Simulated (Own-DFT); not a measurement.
# Biaxial strain at fixed height in wurtzite AlGaN with randomly placed atoms, 72 atoms (Al27Ga9N36)

The numbers are computed, not measured, by runs of the plane-wave DFT program Own-DFT (in-house, retired, unreviewed) at fixed positions, with no spin and no spin-orbit coupling.

Common settings: PBE; PseudoDojo norm-conserving scalar-relativistic files (stringent for Ga); cutoff 96 hartree; 4 x 4 x 3 k mesh centred on Gamma; Gaussian smearing of 0.01 eV.

Limits: forces on such cells passed a denser k mesh, each cell not checked; stress not checked against mesh or cutoff.

Unstrained cell vectors in Å: (9.394, 0.000, 0.000); (-4.697, 8.135, 0.000); (0.000, 0.000, 10.066). The unstrained cell has measured lattice constants (interpolated for alloys), not those of this functional. That, the random moves and any unrelaxed bonds set the pressure at no strain. Each run strains x and y alike by e, as a substrate would, and holds the height along z. Each coordinate of each atom was shifted by a normal deviate of width 0.05 Å. The random placing of the alloy's atoms differs from row to row. Stress is positive in tension.

```
e (%)  u (Å)  (s_xx + s_yy)/2 (GPa)  s_zz (GPa)
-3.00  0.050                 -27.02       -9.19
-2.75  0.050                 -26.19       -9.86
-2.25  0.047                 -21.88       -7.85
-2.00  0.054                 -19.91       -8.95
-1.25  0.049                 -13.99       -8.52
 0.25  0.047                      ?           ?
 0.50  0.053                  -4.47       -4.51
 1.00  0.052                  -0.67       -5.97
 2.75  0.051                   7.09       -1.44
 3.00  0.050                   7.81       -1.54
```

## What the rows give

With e as a fraction, the in-plane stress is -6.6 + 591 e - 3516 e² GPa (errors 8 and 549, scatter 0.54), and s_zz is -5.8 + 135 e GPa (slope ± 14, scatter 0.92). At e = 0 the first slope is C11 + C12 and the second 2 C13, both with the ions held to the strained lattice and at the cell's own pressure. The term in e² is negative: the layer stiffens under compression and softens under tension. A free layer would change its height as e changes, and the in-plane slope would drop by 2 C13²/C33 to the biaxial modulus. At fixed height, a misfit of 1 % moves the in-plane stress by about 5.9 GPa and s_zz by 1.4 GPa.

## Check

Question: what are the two stresses at e = 0.25 %?

The fitted form gives -5.2 and -5.5 GPa. DFT gave -4.03 and -7.28 GPa.
